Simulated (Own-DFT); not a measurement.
## Calculated data, Hf36O71 (tetragonal hafnia with one neutral oxygen vacancy, atoms displaced)

All values are calculated (Own-DFT development build). A calculation, not a measurement: plane-wave PBE and HSE06 DFT by an unreviewed code, no spin, of a simulated cell at Gamma alone, so results move with cell size and shape, stress positive in tension, energies less offsets, not probed for a lower state with spin; hafnium file: forces about 75 meV/angstrom off all-electron values; oxygen file: force components 24 meV/angstrom off all-electron in a glass; k mesh not checked against a denser one; forces and stress are PBE's, HSE06 gives the energy alone, and its difference from PBE has offsets of its own; offsets are fitted by least squares, one for each functional and potential file, so energies compare only between cells with the same atoms and settings and are not formation energies; the far tail of each file's local potential was reset to the Coulomb form; each entry is a single point on an unrelaxed cell, so the pressure reflects the starting lattice, taken from the Materials Project, from which strain is counted, and rises with the displacements; printed positions are rounded, which can move forces by about a meV/angstrom; the program is a retired in-house code; no spin-orbit coupling.

Common to all runs: first functional PBE; second functional HSE06; exact exchange share 0.25; screening 0.11 1/bohr; exchange divergence Gygi-Baldereschi; potential files PseudoDojo norm-conserving, scalar-relativistic, made for PBE, standard set; wave cutoff 48 hartree; occupations fixed; k mesh 1 x 1 x 1 centred on Gamma.

(1) 
```cif
# cell vector a (Å): 10.7800 0.0000 0.0000
# cell vector b (Å): 0.0000 10.7800 0.0000
# cell vector c (Å): 0.0000 0.0000 10.4493
data_Hf36O71
_symmetry_space_group_name_H-M 'P 1'
_symmetry_Int_Tables_number 1
_cell_length_a 10.7800
_cell_length_b 10.7800
_cell_length_c 10.4493
_cell_angle_alpha 90.000
_cell_angle_beta 90.000
_cell_angle_gamma 90.000
_cell_volume 1214.30
loop_
_atom_site_label
_atom_site_type_symbol
_atom_site_fract_x
_atom_site_fract_y
_atom_site_fract_z
_atom_site_occupancy
Hf1 Hf 0.99376 0.99955 0.00691 1
Hf2 Hf 0.15058 0.16974 0.25360 1
O1 O 0.99278 0.17359 0.17267 1
O2 O 0.16995 0.00185 0.35443 1
O3 O 0.02145 0.15523 0.39445 1
O4 O 0.16647 0.00071 0.09631 1
Hf3 Hf 0.99502 0.00017 0.50636 1
Hf4 Hf 0.14887 0.16686 0.76118 1
O5 O 0.99480 0.17227 0.65289 1
O6 O 0.15159 0.00942 0.85517 1
O7 O 0.99467 0.16206 0.90443 1
O8 O 0.16510 0.00401 0.60406 1
Hf5 Hf 0.98387 0.33654 0.99966 1
Hf6 Hf 0.16989 0.50037 0.25521 1
O9 O 0.01213 0.49420 0.14947 1
O10 O 0.16580 0.32396 0.34709 1
O11 O 0.00269 0.47771 0.39427 1
O12 O 0.16647 0.33319 0.11339 1
Hf7 Hf 0.99788 0.32835 0.50137 1
Hf8 Hf 0.17029 0.49208 0.76155 1
O13 O 0.99744 0.49603 0.64595 1
O14 O 0.16329 0.33654 0.84609 1
O15 O 0.99659 0.50550 0.89524 1
O16 O 0.17784 0.32300 0.60329 1
Hf9 Hf 0.01194 0.67272 0.00717 1
Hf10 Hf 0.16826 0.82480 0.25331 1
O17 O 0.99506 0.84662 0.16348 1
O18 O 0.17378 0.66376 0.35976 1
O19 O 0.99745 0.83904 0.38983 1
O20 O 0.16581 0.66843 0.08233 1
Hf11 Hf 0.00472 0.67175 0.51164 1
Hf12 Hf 0.15327 0.84186 0.74358 1
O21 O 0.00420 0.82923 0.64839 1
O22 O 0.17665 0.66110 0.84353 1
O23 O 0.99393 0.83429 0.90344 1
O24 O 0.17535 0.67571 0.58498 1
Hf13 Hf 0.32537 0.98461 0.99724 1
Hf14 Hf 0.49798 0.16130 0.25194 1
O25 O 0.34028 0.18346 0.14839 1
O26 O 0.48790 0.00793 0.35605 1
O27 O 0.33995 0.16174 0.40375 1
O28 O 0.49983 0.99047 0.11025 1
Hf15 Hf 0.33542 0.00986 0.50983 1
Hf16 Hf 0.49764 0.17001 0.75126 1
O29 O 0.33663 0.16383 0.65790 1
O30 O 0.50286 0.01036 0.84882 1
O31 O 0.31622 0.15978 0.91296 1
O32 O 0.49066 0.00168 0.61377 1
Hf17 Hf 0.31746 0.33276 0.99435 1
Hf18 Hf 0.49844 0.50530 0.26121 1
O33 O 0.32581 0.50509 0.15230 1
O34 O 0.31412 0.50869 0.40186 1
O35 O 0.49489 0.34077 0.10136 1
Hf19 Hf 0.33656 0.33631 0.50706 1
Hf20 Hf 0.50395 0.50023 0.73672 1
O36 O 0.32703 0.50730 0.64377 1
O37 O 0.49378 0.32405 0.83812 1
O38 O 0.34227 0.50762 0.90179 1
O39 O 0.49724 0.34179 0.60688 1
Hf21 Hf 0.33283 0.65761 0.01140 1
Hf22 Hf 0.50368 0.84294 0.24692 1
O40 O 0.33568 0.83340 0.13557 1
O41 O 0.50340 0.66704 0.33599 1
O42 O 0.33720 0.82910 0.40697 1
O43 O 0.49715 0.67200 0.09706 1
Hf23 Hf 0.34069 0.66427 0.50316 1
Hf24 Hf 0.50024 0.84028 0.74875 1
O44 O 0.32979 0.84224 0.64740 1
O45 O 0.49362 0.66184 0.84508 1
O46 O 0.33160 0.82776 0.88834 1
O47 O 0.48947 0.67195 0.60128 1
Hf25 Hf 0.66791 0.99853 0.01261 1
Hf26 Hf 0.82712 0.17235 0.24056 1
O48 O 0.66413 0.18476 0.15887 1
O49 O 0.82291 0.99556 0.35224 1
O50 O 0.66135 0.15558 0.39533 1
O51 O 0.82802 0.01047 0.08699 1
Hf27 Hf 0.67128 0.99506 0.50283 1
Hf28 Hf 0.83669 0.17424 0.74536 1
O52 O 0.65800 0.16348 0.64528 1
O53 O 0.82608 0.99062 0.83786 1
O54 O 0.67434 0.15506 0.89910 1
O55 O 0.82808 0.99159 0.61484 1
Hf29 Hf 0.66763 0.33544 0.98942 1
Hf30 Hf 0.84479 0.49820 0.27102 1
O56 O 0.66318 0.50709 0.15743 1
O57 O 0.82603 0.33020 0.34554 1
O58 O 0.65404 0.48809 0.39671 1
O59 O 0.82788 0.33823 0.08794 1
Hf31 Hf 0.67668 0.33237 0.50269 1
Hf32 Hf 0.83095 0.49295 0.74187 1
O60 O 0.66794 0.49465 0.65344 1
O61 O 0.83809 0.33751 0.84996 1
O62 O 0.66328 0.49654 0.91572 1
O63 O 0.82868 0.33547 0.60973 1
Hf33 Hf 0.67414 0.66599 0.99645 1
Hf34 Hf 0.84306 0.84008 0.24934 1
O64 O 0.65962 0.82923 0.15212 1
O65 O 0.84264 0.67442 0.34232 1
O66 O 0.67699 0.84403 0.38747 1
O67 O 0.82597 0.67144 0.09021 1
Hf35 Hf 0.67339 0.66321 0.49631 1
Hf36 Hf 0.83073 0.82959 0.74419 1
O68 O 0.65863 0.84340 0.65094 1
O69 O 0.84043 0.66878 0.84703 1
O70 O 0.67522 0.83410 0.90509 1
O71 O 0.83526 0.67163 0.58475 1
_calc_PBE_energy_of_cell_above_offsets '-86.121'  # eV
_calc_HSE06_less_PBE_above_offsets '0.766'  # eV
_calc_PBE_pressure 4.97  # GPa
_calc_PBE_stress_xx -7.43  # GPa
_calc_PBE_stress_yy -3.28  # GPa
_calc_PBE_stress_zz -4.18  # GPa
_calc_PBE_stress_yz 0.39  # GPa
_calc_PBE_stress_xz -0.91  # GPa
_calc_PBE_stress_xy 0.13  # GPa
```

Force:
```
element  x (eV/Å)  y (eV/Å)  z (eV/Å)
     Hf     2.095    -0.981    -1.872
     Hf     5.832    -1.351    -0.526
      O    -1.127    -0.067    -4.067
      O     0.132    -1.942    -1.006
      O    -3.144     1.152     3.623
      O    -1.436     0.034     0.515
     Hf       1.5    -0.462    -1.751
     Hf      3.99    -0.304    -0.898
      O    -0.219    -0.219    -1.293
      O    -0.055    -2.485    -0.492
      O    -0.628     1.626     0.195
      O    -2.096     0.126     0.504
     Hf     2.896     1.504     0.131
     Hf     0.841    -2.143      0.38
      O    -2.618      0.91     0.152
      O     0.121     2.289     1.582
      O    -0.856     2.493     0.742
      O    -1.298    -0.269    -2.363
     Hf     3.137    -0.824     0.073
     Hf     0.345      3.32    -2.097
      O      0.44     0.274    -0.354
      O    -0.245    -1.587     2.036
      O     0.328    -0.833     1.011
      O    -3.067     0.395    -0.151
     Hf    -5.083    -1.376    -3.499
     Hf     1.915     2.562     1.685
      O     3.109     -0.43    -3.121
      O    -2.401     1.083    -2.603
      O     0.344    -0.529     2.438
      O     0.619     0.921     4.171
     Hf     2.409    -0.151    -2.347
     Hf     5.707    -0.724     1.997
      O    -2.682    -0.426     -1.65
      O     -1.68     0.931    -0.327
      O     0.961     0.204     0.418
      O    -2.698     0.171     1.896
     Hf     1.496     0.784    -0.336
     Hf    -2.028     1.995    -0.208
      O    -0.803    -1.054     1.078
      O     0.928    -2.351     0.079
      O     0.053     2.857     0.468
      O     0.074     1.234    -0.766
     Hf    -0.031    -1.709    -0.768
     Hf     0.012    -2.766    -0.885
      O    -1.599     0.426    -0.018
      O    -0.464    -1.792      1.44
      O    -0.245     0.835    -0.913
      O     2.123    -0.504    -1.542
     Hf     2.602    -1.413     2.704
     Hf     0.368    -2.535    -3.653
      O     0.347      0.58     0.191
      O     1.764    -2.491     0.002
      O     0.708      0.49    -1.285
     Hf     0.102    -0.932    -1.575
     Hf    -3.361      0.79     2.853
      O     0.685    -0.915     1.089
      O     0.528     3.059     1.946
      O    -1.217    -2.952    -0.732
      O     1.146     0.085    -1.911
     Hf     3.337     1.433    -2.595
     Hf      -1.5     -0.42     0.604
      O    -1.584    -0.155     1.949
      O     0.499     1.178     2.374
      O    -0.222     0.575    -1.215
      O     0.625    -0.309    -0.209
     Hf    -1.917     1.877    -1.357
     Hf    -2.784     0.029     1.286
      O    -0.488    -0.231     1.075
      O     1.496     0.585    -0.904
      O    -0.326     1.152      1.13
      O     4.688    -0.801     0.177
     Hf    -3.433    -1.004    -3.416
     Hf    -2.468    -1.572     2.141
      O     0.169    -0.917    -1.569
      O     1.607     2.613    -0.278
      O     0.807     1.818     1.183
      O     1.586     0.249     2.777
     Hf    -2.015     0.796     0.019
     Hf    -3.711    -3.033     2.168
      O     2.192     1.055    -0.057
      O     1.365     1.587     0.711
      O     0.601     2.235     0.533
      O     1.659     0.942    -2.634
     Hf     -3.65    -2.027     2.668
     Hf    -1.294     1.638    -4.129
      O     1.267     -0.18     1.057
      O     0.313    -0.697     1.852
      O     1.226     1.344     1.894
      O     0.382     -0.31     1.749
     Hf    -4.098    -2.287    -1.298
     Hf     2.159     2.218     2.638
      O     0.802     1.016    -1.492
      O     -0.15    -0.476    -0.436
      O     0.404     0.788    -2.992
      O     1.453    -0.527    -0.805
     Hf     -2.78     0.476     0.876
     Hf    -4.469    -1.059     1.104
      O      2.57     0.794    -0.435
      O    -0.355    -2.049     0.991
      O    -1.334    -2.611     2.122
      O      3.76     0.201     1.416
     Hf    -2.432     1.668    -1.658
     Hf    -1.349     0.836     2.297
      O     1.611    -1.559    -0.986
      O    -1.076    -1.409    -1.759
      O    -0.627     0.141    -0.374
      O    -1.097    -0.224     1.418
```

(2) 
```cif
# cell vector a (Å): 10.7800 0.0000 0.0000
# cell vector b (Å): 0.0000 10.7800 0.0000
# cell vector c (Å): 0.0000 0.0000 10.4493
data_Hf36O71
_symmetry_space_group_name_H-M 'P 1'
_symmetry_Int_Tables_number 1
_cell_length_a 10.7800
_cell_length_b 10.7800
_cell_length_c 10.4493
_cell_angle_alpha 90.000
_cell_angle_beta 90.000
_cell_angle_gamma 90.000
_cell_volume 1214.30
loop_
_atom_site_label
_atom_site_type_symbol
_atom_site_fract_x
_atom_site_fract_y
_atom_site_fract_z
_atom_site_occupancy
Hf1 Hf 0.00255 0.99986 0.00018 1
Hf2 Hf 0.16576 0.16492 0.25394 1
O1 O 0.99729 0.16602 0.15086 1
O2 O 0.17135 0.00183 0.35337 1
O3 O 0.99929 0.16672 0.40336 1
O4 O 0.16666 0.00444 0.10214 1
Hf3 Hf 0.99950 0.99734 0.50421 1
Hf4 Hf 0.16778 0.16880 0.74947 1
O5 O 0.00737 0.16479 0.64814 1
O6 O 0.16365 0.99968 0.84640 1
O7 O 0.00134 0.16998 0.90148 1
O8 O 0.16497 0.99818 0.59486 1
Hf5 Hf 0.00201 0.33083 0.99644 1
Hf6 Hf 0.17160 0.49536 0.24783 1
O9 O 0.00153 0.49719 0.15282 1
O10 O 0.16985 0.33423 0.34791 1
O11 O 0.99748 0.49658 0.40495 1
O12 O 0.16316 0.32902 0.09944 1
Hf7 Hf 0.99637 0.33270 0.50076 1
Hf8 Hf 0.16866 0.50307 0.75149 1
O13 O 0.00012 0.49928 0.64658 1
O14 O 0.16716 0.33744 0.84919 1
O15 O 0.00082 0.50019 0.90135 1
O16 O 0.16763 0.33032 0.59829 1
Hf9 Hf 0.99880 0.66280 0.00251 1
Hf10 Hf 0.16670 0.83492 0.25259 1
O17 O 0.00512 0.83271 0.15335 1
O18 O 0.16753 0.66375 0.34626 1
O19 O 0.00407 0.83503 0.39878 1
O20 O 0.16496 0.67079 0.09446 1
Hf11 Hf 0.99815 0.67122 0.50099 1
Hf12 Hf 0.16299 0.83364 0.75167 1
O21 O 0.00392 0.83603 0.65293 1
O22 O 0.16163 0.66717 0.84913 1
O23 O 0.99841 0.83468 0.90094 1
O24 O 0.16707 0.66621 0.60111 1
Hf13 Hf 0.33273 0.00141 0.00021 1
Hf14 Hf 0.50385 0.16217 0.24836 1
O25 O 0.33383 0.16853 0.15354 1
O26 O 0.49579 0.00432 0.35203 1
O27 O 0.33660 0.16996 0.40019 1
O28 O 0.50292 0.00059 0.09486 1
Hf15 Hf 0.33183 0.99640 0.50201 1
Hf16 Hf 0.50170 0.16672 0.74997 1
O29 O 0.33655 0.16457 0.65325 1
O30 O 0.50266 0.00180 0.84555 1
O31 O 0.33354 0.16853 0.90225 1
O32 O 0.50277 0.00034 0.60100 1
Hf17 Hf 0.33147 0.32966 0.00172 1
Hf18 Hf 0.49717 0.49889 0.25029 1
O33 O 0.33615 0.49799 0.15406 1
O34 O 0.50260 0.33337 0.34295 1
O35 O 0.33493 0.49875 0.40357 1
O36 O 0.50173 0.33159 0.09960 1
Hf19 Hf 0.33476 0.33131 0.49995 1
Hf20 Hf 0.50076 0.49804 0.74972 1
O37 O 0.33288 0.49760 0.64990 1
O38 O 0.50065 0.33232 0.85264 1
O39 O 0.33065 0.49821 0.90325 1
O40 O 0.49509 0.33397 0.59675 1
Hf21 Hf 0.33230 0.66276 0.99619 1
Hf22 Hf 0.49898 0.82879 0.25645 1
O41 O 0.33139 0.83494 0.15217 1
O42 O 0.49747 0.67087 0.34860 1
O43 O 0.34083 0.83747 0.40672 1
O44 O 0.50302 0.66673 0.09511 1
Hf23 Hf 0.33109 0.66904 0.50000 1
Hf24 Hf 0.50137 0.83518 0.75010 1
O45 O 0.33293 0.83347 0.65568 1
O46 O 0.49576 0.66224 0.85422 1
O47 O 0.32835 0.82920 0.90572 1
O48 O 0.49954 0.66814 0.60119 1
Hf25 Hf 0.66904 0.99672 0.99760 1
Hf26 Hf 0.83702 0.16517 0.25065 1
O49 O 0.66698 0.16323 0.15336 1
O50 O 0.83345 0.00368 0.34389 1
O51 O 0.66909 0.16996 0.40801 1
O52 O 0.83505 0.99894 0.09742 1
Hf27 Hf 0.67071 0.00385 0.50129 1
Hf28 Hf 0.83180 0.16790 0.74781 1
O53 O 0.67055 0.16099 0.65487 1
O54 O 0.66604 0.16460 0.90109 1
O55 O 0.83219 0.00031 0.59252 1
Hf29 Hf 0.66746 0.32952 0.00256 1
Hf30 Hf 0.83695 0.50250 0.24921 1
O56 O 0.66656 0.50265 0.15126 1
O57 O 0.83551 0.33337 0.34941 1
O58 O 0.66840 0.49913 0.39510 1
O59 O 0.83352 0.33429 0.09768 1
Hf31 Hf 0.66772 0.33482 0.50354 1
Hf32 Hf 0.83487 0.50361 0.74916 1
O60 O 0.66501 0.50237 0.65044 1
O61 O 0.83147 0.33628 0.84722 1
O62 O 0.66509 0.50540 0.90154 1
O63 O 0.82949 0.33367 0.59977 1
Hf33 Hf 0.66519 0.67122 0.99984 1
Hf34 Hf 0.83500 0.83178 0.25238 1
O64 O 0.66726 0.83638 0.14979 1
O65 O 0.83148 0.66714 0.35123 1
O66 O 0.66418 0.83018 0.40140 1
O67 O 0.83643 0.66929 0.10003 1
Hf35 Hf 0.66956 0.66298 0.50210 1
Hf36 Hf 0.83197 0.82947 0.75238 1
O68 O 0.66950 0.83383 0.65312 1
O69 O 0.83110 0.67318 0.84364 1
O70 O 0.66481 0.83021 0.90435 1
O71 O 0.83230 0.67229 0.58983 1
_calc_PBE_energy_of_cell_above_offsets '-100.953'  # eV
_calc_HSE06_less_PBE_above_offsets '-0.160'  # eV
_calc_PBE_pressure 0.75  # GPa
_calc_PBE_stress_xx -0.41  # GPa
_calc_PBE_stress_yy -0.56  # GPa
_calc_PBE_stress_zz -1.29  # GPa
_calc_PBE_stress_yz 0.15  # GPa
_calc_PBE_stress_xz -0.09  # GPa
_calc_PBE_stress_xy -0.06  # GPa
```

Force:
```
element  x (eV/Å)  y (eV/Å)  z (eV/Å)
     Hf    -0.219     0.037     0.102
     Hf     0.385     0.342    -0.254
      O     0.596    -0.037     0.131
      O    -0.111     -0.43    -0.357
      O     0.133    -0.389    -0.201
      O     0.196    -0.027    -0.339
     Hf     0.453     0.915    -0.604
     Hf     0.324     0.302    -0.233
      O    -1.624     0.019     0.618
      O     0.265     0.403     0.304
      O     -0.34    -0.973     -0.38
      O     0.415     -0.09     0.603
     Hf    -0.644     0.622     0.761
     Hf    -0.686     0.278     0.564
      O     0.316     0.411    -0.166
      O     -0.27    -0.207    -0.112
      O     0.037     1.103    -0.203
      O     0.603     0.278    -0.158
     Hf     0.615     0.167     -0.13
     Hf     -0.04    -0.284    -0.634
      O    -0.308     0.258      0.96
      O    -0.109    -0.688    -0.053
      O    -0.478     0.075    -0.209
      O    -0.149    -0.007    -0.039
     Hf     0.783     0.648    -0.056
     Hf     0.276    -0.249    -0.564
      O      -0.7     0.282     0.067
      O     0.207     0.483     0.193
      O    -0.338    -0.157     0.446
      O     0.284    -0.605     0.208
     Hf     0.965    -1.297    -0.654
     Hf     0.981    -0.085     0.366
      O    -1.451    -0.312    -0.516
      O     0.159    -0.127    -0.222
      O    -0.395    -0.099     0.283
      O    -0.293     0.201    -0.422
     Hf     0.354    -0.593     0.505
     Hf    -0.847     0.704     0.271
      O    -0.106     -0.13    -0.233
      O     0.536    -0.895      -0.4
      O    -0.414    -0.673      0.52
      O    -0.797     0.179    -0.099
     Hf     0.801     1.681     0.088
     Hf     -0.16    -0.115     0.077
      O    -0.522    -0.095     0.165
      O    -0.407    -0.502     0.353
      O     -0.19    -0.516    -0.073
      O    -0.077    -0.229    -0.259
     Hf     0.574     0.185      0.33
     Hf     1.511    -0.138     0.107
      O    -0.768     0.084    -0.656
      O     0.007    -0.156     0.434
      O     0.099     0.502    -0.156
      O     -0.28     0.107     -0.47
     Hf    -0.864     0.075    -0.421
     Hf    -0.386     0.381     0.554
      O     0.049     0.373     0.643
      O     0.093     0.139    -0.687
      O    -0.198    -0.257     -0.19
      O     1.708    -0.163      0.55
     Hf     0.506     0.682     0.674
     Hf     0.348     1.444    -1.121
      O     0.361     0.016     0.683
      O    -0.187    -1.485     0.272
      O    -0.543    -1.147    -0.427
      O    -1.002     0.226     0.619
     Hf     0.532    -0.757     0.337
     Hf    -0.188    -0.545     -0.17
      O    -0.083     0.185     -0.09
      O     0.037     0.752     -1.01
      O     0.265     1.011     -0.26
      O     0.032    -0.013    -0.326
     Hf    -0.149     0.367     0.735
     Hf    -0.437     1.049    -0.266
      O     0.768     0.208    -0.153
      O    -0.103    -1.242      0.54
      O     -0.08    -0.261    -0.157
      O     0.191    -0.117    -0.939
     Hf    -1.465    -0.695    -0.577
     Hf     0.863     -0.25     0.744
      O    -0.638     0.467    -0.263
      O     0.751     0.036     0.008
      O     0.835     0.053     0.936
     Hf    -0.159     1.111    -0.042
     Hf    -0.898     -0.83     0.106
      O     0.282    -0.101      0.24
      O    -0.016    -0.025    -0.131
      O    -0.128     0.178     1.212
      O     0.162     -0.09    -0.211
     Hf    -0.689     0.428    -1.401
     Hf    -0.156    -0.801     0.397
      O     0.599    -0.059    -0.075
      O     0.041    -0.195    -0.427
      O     0.381    -0.783    -0.107
      O     0.603    -0.087     0.279
     Hf    -0.194    -1.623     0.928
     Hf    -0.512     0.317    -0.803
      O     0.175    -0.231      0.66
      O      0.49     0.174    -0.304
      O       0.3     0.678     0.304
      O    -0.329    -0.027    -0.052
     Hf    -1.445     0.255    -1.003
     Hf     0.354     2.117    -0.497
      O    -0.302    -0.111     0.312
      O     0.317    -1.749     0.432
      O     0.247     1.005    -1.045
      O     0.707    -0.241      1.39
```
